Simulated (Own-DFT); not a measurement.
## Calculated data, GaP (zincblende, strongly disordered by large displacements)

Computed with Own-DFT development build. A calculation, not a measurement: plane-wave PBE density functional theory by an unreviewed code, no spin, of a simulated periodic cell, stress positive in tension, free energy of the whole cell less one offset for each atom, forces on such cells passed a denser k mesh, this cell's mesh not checked; broken bonds can close the gap or carry spin, so checks made on this kind of crystal may not hold here; offsets are fitted by least squares, one for each functional and potential file, so energies compare only between cells with the same atoms and settings and are not formation energies; the far tail of each file's local potential was reset to the Coulomb form; each entry is a single point on an unrelaxed cell, so the pressure reflects the starting lattice, mostly measured values (interpolated for alloys), from which strain is counted, and rises with the displacements; printed positions are rounded, which can move forces by about a meV/angstrom; the program, named Own-DFT, is a retired in-house code; no spin-orbit coupling.

GaP (zincblende, strongly disordered by large displacements)

```cif
# cell vector a (Å): 10.9010 0.0000 0.0000
# cell vector b (Å): 0.0000 10.9010 0.0000
# cell vector c (Å): 0.0000 0.0000 10.9010
data_GaP
_symmetry_space_group_name_H-M 'P 1'
_symmetry_Int_Tables_number 1
_cell_length_a 10.9010
_cell_length_b 10.9010
_cell_length_c 10.9010
_cell_angle_alpha 90.000
_cell_angle_beta 90.000
_cell_angle_gamma 90.000
_cell_volume 1295.39
loop_
_atom_site_label
_atom_site_type_symbol
_atom_site_fract_x
_atom_site_fract_y
_atom_site_fract_z
_atom_site_occupancy
Ga1 Ga 0.99421 0.98951 0.98968 1
Ga2 Ga 0.98392 0.26101 0.25384 1
Ga3 Ga 0.23221 0.99811 0.25754 1
Ga4 Ga 0.25200 0.26703 0.98850 1
P1 P 0.15029 0.11263 0.10891 1
P2 P 0.10364 0.35488 0.34604 1
P3 P 0.39872 0.15022 0.37841 1
P4 P 0.39887 0.35365 0.15226 1
Ga5 Ga 0.99004 0.04851 0.48555 1
Ga6 Ga 0.00102 0.22851 0.74899 1
Ga7 Ga 0.26318 0.02408 0.76909 1
Ga8 Ga 0.21254 0.23135 0.52004 1
P5 P 0.13313 0.12633 0.64723 1
P6 P 0.11086 0.36949 0.88102 1
P7 P 0.39788 0.13277 0.88310 1
P8 P 0.35922 0.35955 0.62303 1
Ga9 Ga 0.00351 0.48684 0.96563 1
Ga10 Ga 0.98387 0.77842 0.24908 1
Ga11 Ga 0.25311 0.46260 0.26099 1
Ga12 Ga 0.26331 0.73390 0.97677 1
P9 P 0.12335 0.65585 0.09304 1
P10 P 0.12484 0.85674 0.37574 1
P11 P 0.40549 0.64372 0.38232 1
P12 P 0.36629 0.85655 0.10814 1
Ga13 Ga 0.01151 0.48412 0.51294 1
Ga14 Ga 0.99181 0.76545 0.76033 1
Ga15 Ga 0.25241 0.49322 0.71994 1
Ga16 Ga 0.26913 0.74265 0.51055 1
P13 P 0.10277 0.63419 0.64064 1
P14 P 0.11017 0.87605 0.89239 1
P15 P 0.34818 0.62856 0.88101 1
P16 P 0.39120 0.90209 0.66159 1
Ga17 Ga 0.50210 0.96920 0.96618 1
Ga18 Ga 0.50416 0.24069 0.23978 1
Ga19 Ga 0.76232 0.99576 0.26565 1
Ga20 Ga 0.73671 0.26328 0.99420 1
P17 P 0.62427 0.13062 0.14057 1
P18 P 0.63103 0.35522 0.41714 1
P19 P 0.87535 0.14501 0.37469 1
P20 P 0.85870 0.39592 0.11685 1
Ga21 Ga 0.49119 0.00697 0.47165 1
Ga22 Ga 0.49748 0.22591 0.75768 1
Ga23 Ga 0.75993 0.00919 0.76876 1
Ga24 Ga 0.75476 0.27142 0.48458 1
P21 P 0.63976 0.13246 0.64389 1
P22 P 0.64715 0.36089 0.89037 1
P23 P 0.86720 0.13440 0.86902 1
P24 P 0.90871 0.36035 0.65735 1
Ga25 Ga 0.47955 0.48717 0.97459 1
Ga26 Ga 0.48378 0.75184 0.23171 1
Ga27 Ga 0.76876 0.47401 0.23210 1
Ga28 Ga 0.75290 0.76989 0.95645 1
P25 P 0.63224 0.60884 0.13122 1
P26 P 0.61779 0.86448 0.35550 1
P27 P 0.88642 0.63238 0.38242 1
P28 P 0.87453 0.90299 0.13800 1
Ga29 Ga 0.51305 0.46968 0.51271 1
Ga30 Ga 0.49471 0.73123 0.74397 1
Ga31 Ga 0.74249 0.50205 0.73740 1
Ga32 Ga 0.73280 0.74477 0.50188 1
P29 P 0.64878 0.63613 0.63873 1
P30 P 0.63791 0.88061 0.88271 1
P31 P 0.88477 0.62791 0.88571 1
P32 P 0.87087 0.89391 0.62019 1
```

| Quantity | Value |
| --- | --- |
| functional | PBE |
| potential files | PseudoDojo norm-conserving, scalar-relativistic, standard set |
| wave cutoff | 42 hartree |
| occupations | Fermi-Dirac |
| smearing width | 0.1 eV |
| hardware | one NVIDIA H100 |
| k mesh | 3 x 3 x 3 centred on Gamma |
| free energy of cell above offsets | 5.306 eV |
| pressure | 11.64 GPa |
| stress xx | -12.84 GPa |
| stress yy | -11.36 GPa |
| stress zz | -10.71 GPa |
| stress yz | 1.04 GPa |
| stress xz | 1.14 GPa |
| stress xy | 7.13 GPa |
| wall time | 577.2 s |

Force:
| element | x (eV/Å) | y (eV/Å) | z (eV/Å) |
| --- | --- | --- | --- |
| Ga | -1.391 | 3.573 | 2.319 |
| Ga | -3.187 | -2.971 | -6.372 |
| Ga | 1.609 | -0.321 | 0.128 |
| Ga | 1.177 | -1.26 | 2.111 |
| P | -2.147 | 1.306 | -0.339 |
| P | 4.644 | 3.443 | 6.404 |
| P | -4.637 | -0.663 | 0.924 |
| P | -4.981 | 5.585 | -5.384 |
| Ga | 3.153 | -4.732 | 3.455 |
| Ga | 1.273 | -0.94 | 3.247 |
| Ga | -1.047 | -1.793 | 1.001 |
| Ga | 3.462 | 3.698 | -5.206 |
| P | -1.888 | -4.071 | 0.859 |
| P | 4.048 | -3.384 | -4.128 |
| P | -3.13 | -1.216 | 3.411 |
| P | 1.776 | -0.94 | -0.535 |
| Ga | -2.278 | 4.353 | 5.143 |
| Ga | 0.925 | -2.417 | -0.21 |
| Ga | 1.002 | 2.762 | -0.978 |
| Ga | -6.401 | 8.672 | 6.729 |
| P | -2.025 | -3.035 | 2.482 |
| P | 0.689 | 2.079 | 1.459 |
| P | -1.412 | -3.143 | 1.514 |
| P | -0.072 | 2.592 | -0.416 |
| Ga | -0.5 | 0.87 | -0.816 |
| Ga | -0.568 | 0.383 | -0.741 |
| Ga | -2.153 | 2.089 | 2.293 |
| Ga | -0.974 | 0.706 | 0.93 |
| P | 2.578 | -0.831 | -1.518 |
| P | 3.766 | -1.23 | -2.84 |
| P | 7.609 | -8.917 | -9.181 |
| P | 0.131 | -1.461 | -2.738 |
| Ga | -3.85 | 2.569 | 4.788 |
| Ga | 3.595 | -1.815 | 3.642 |
| Ga | -2.445 | 1.757 | 0.658 |
| Ga | 5.909 | -7.134 | 7.73 |
| P | 2.667 | -2.555 | -2.51 |
| P | -7.776 | 5.689 | -8.98 |
| P | -3.07 | 0.58 | -1.8 |
| P | 8.287 | -7.325 | -8.353 |
| Ga | 2.153 | -1.855 | 2.658 |
| Ga | 2.826 | 3.325 | -3.02 |
| Ga | -1.409 | -1.477 | -2.631 |
| Ga | 9.644 | -6.916 | 8.114 |
| P | -0.048 | -0.568 | -2.354 |
| P | -8.098 | 7.608 | -8.831 |
| P | 1.529 | 0.328 | 3.433 |
| P | -4.086 | 4.226 | -4.058 |
| Ga | 1.792 | -0.001 | 2.389 |
| Ga | 2.39 | -1.107 | -0.915 |
| Ga | -7.45 | 7.791 | 9.947 |
| Ga | 4.359 | -5.364 | 6.11 |
| P | -1.139 | 0.912 | -1.328 |
| P | 0.154 | 0.698 | 1.408 |
| P | -0.896 | -1.235 | -0.266 |
| P | -0.028 | -1.404 | -2.972 |
| Ga | -2.138 | 3.507 | 1.237 |
| Ga | -0.344 | 0.918 | 1.023 |
| Ga | 2.996 | -2.653 | 3.123 |
| Ga | 2.336 | 2.084 | -2.445 |
| P | -3.695 | -0.736 | -0.466 |
| P | -1.505 | 1.229 | -6.064 |
| P | -1.703 | 0.413 | -2.151 |
| P | -0.01 | -0.277 | -0.125 |
